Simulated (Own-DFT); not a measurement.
# Strain and stress in wurtzite AlN, 72 atoms (Al36N36)

These are calculations, not measurements. The program, named Own-DFT, is a retired in-house plane-wave density functional code that no person has reviewed. Each row is one single-point run on a periodic cell that was not relaxed, without spin or spin-orbit coupling.

Settings of every run: PBE; PseudoDojo norm-conserving scalar-relativistic files; cutoff 42 hartree; 4 x 4 x 3 k mesh centred on Gamma; Gaussian smearing of 0.01 eV.

Known limits: k mesh not checked against a denser one; stress not checked against mesh or cutoff.

Unstrained cell vectors in Å: (9.336, 0.000, 0.000); (-4.668, 8.085, 0.000); (0.000, 0.000, 9.964). The unstrained cell has measured lattice constants (interpolated for alloys), not those of this functional. That, the random moves and any unrelaxed bonds set the pressure at no strain. Each run strains this cell uniformly, with the atoms carried along. Every atom was also moved at random, by a Gaussian of width 0.05 Å on each axis. Strain is the symmetric tensor, in per cent. Stress is positive in tension, and the pressure is minus a third of its trace.

```
run  e_xx (%)  e_yy (%)  e_zz (%)  e_yz (%)  e_xz (%)  e_xy (%)  s_xx (GPa)  s_yy (GPa)  s_zz (GPa)  s_yz (GPa)  s_xz (GPa)  s_xy (GPa)  P (GPa)  E (meV/atom)
  1     -0.76      1.33     -1.42      0.85     -1.83     -1.17       -8.21       -1.18      -13.34        2.67       -4.21       -4.23     7.58          25.8
  2      1.64     -0.60     -1.78      0.20     -0.78     -1.60       -1.81       -7.08      -12.83        1.59       -2.34       -5.76     7.24          15.2
  3      1.41      0.64     -1.25     -0.36      0.57      0.29       -0.95       -2.07       -8.78       -1.07        2.48        0.62     3.93           7.6
  4     -1.63     -1.29     -1.97     -0.54      0.99     -1.04      -17.02      -16.19      -17.46       -1.32        2.76       -5.11    16.89          40.1
  5      0.88      1.39      1.96      0.92     -0.73     -1.19        0.36        2.13        4.26        1.87       -1.24       -5.29    -2.25           8.9
  6     -0.28      0.22      0.59     -1.38      0.17     -0.72       -5.88       -5.95       -3.02       -3.61        0.73       -3.00     4.95          15.4
  7     -0.07      0.35     -1.18      0.78     -0.03     -0.05       -5.69       -4.02      -12.28        1.87       -0.29       -1.00     7.33           4.4
  8      1.56      0.10     -1.05     -1.01      1.15      0.42       -0.36       -4.46       -7.89       -2.62        2.88        1.49     4.24           8.2
  9     -1.98     -0.12      0.25      1.79     -1.36     -1.39      -15.04       -8.38       -6.89        4.79       -3.63       -4.47    10.10          26.1
 10     -1.64     -0.67      1.86      0.99      1.51     -0.06      -12.99      -10.67        0.06        3.03        3.83       -0.47     7.87          36.8
 11     -0.87     -0.60      0.29     -1.90     -0.18      1.40      -12.33       -9.70       -3.97       -4.25       -1.15        3.94     8.67          35.6
 12      0.67     -1.77      0.57      0.73     -0.58      0.11       -4.49      -12.29       -3.72        2.26       -1.00       -0.55     6.84           5.4
 13     -0.52     -0.66     -1.05      0.32     -0.74     -1.52      -11.66      -10.53      -10.84        1.08       -3.18       -5.09    11.01          27.4
 14      0.07     -0.74     -0.98     -1.06      0.34     -0.76       -6.60      -10.73       -9.55       -2.69        0.39       -4.72     8.96           5.6
 15      1.15     -0.79     -0.08      0.65     -1.03      0.07       -0.84       -7.65       -6.21        1.30       -2.03        0.34     4.90           3.1
 16      1.73      1.27      0.27      1.16     -1.39      0.54        2.30        0.92       -0.82        2.33       -3.87        3.01    -0.80           8.3
 17      1.46     -1.53     -0.08      1.01      0.38     -0.97        0.36      -11.23       -6.66        2.44        0.97       -2.05     5.84           0.0
 18      0.46      0.27     -1.06      0.63      0.17     -0.69           ?           ?           ?           ?           ?           ?        ?             ?
```

E is the free energy for each atom above the lowest run shown.

## Worked fit

Each stress component was fitted by least squares to a constant and the strains of the runs shown, as fractions, with shears doubled. Shear strains stay in the fit of a normal stress only where such slopes are resolved. The slopes, in GPa:

```
stress  at no strain  per e_xx  per e_yy  per e_zz  scatter
  s_xx          -6.2  455 ± 23  100 ± 30   81 ± 25     1.15
  s_yy          -6.2  130 ± 15  451 ± 20   47 ± 16     0.75
  s_zz          -5.8  109 ± 20   64 ± 26  451 ± 22     1.00
```

Each shear stress against twice its own strain: yz 124 ± 7, xz 135 ± 10, xy 182 ± 15 GPa. These are stiffnesses along x, y and z of the frame in which the cell vectors are given, which need not be the crystal's axes. The atoms are held to the strained lattice; where symmetry lets them move under strain, relaxing them would lower some slopes. The table should be nearly symmetric about its diagonal, and what it lacks of that shows the noise. A ninth of its sum, 210 ± 6 GPa, estimates the bulk modulus near the mean pressure of these runs, 6.7 GPa, so it lies above the value at zero pressure.

## Withheld run

Question: what normal stresses and pressure should run 18 give?

The fit gives s_xx = -4.7, s_yy = -4.8, s_zz = -9.9 and P = 6.5 GPa. The calculation gave -3.73, -3.86, -11.15 and P = 6.25 GPa.
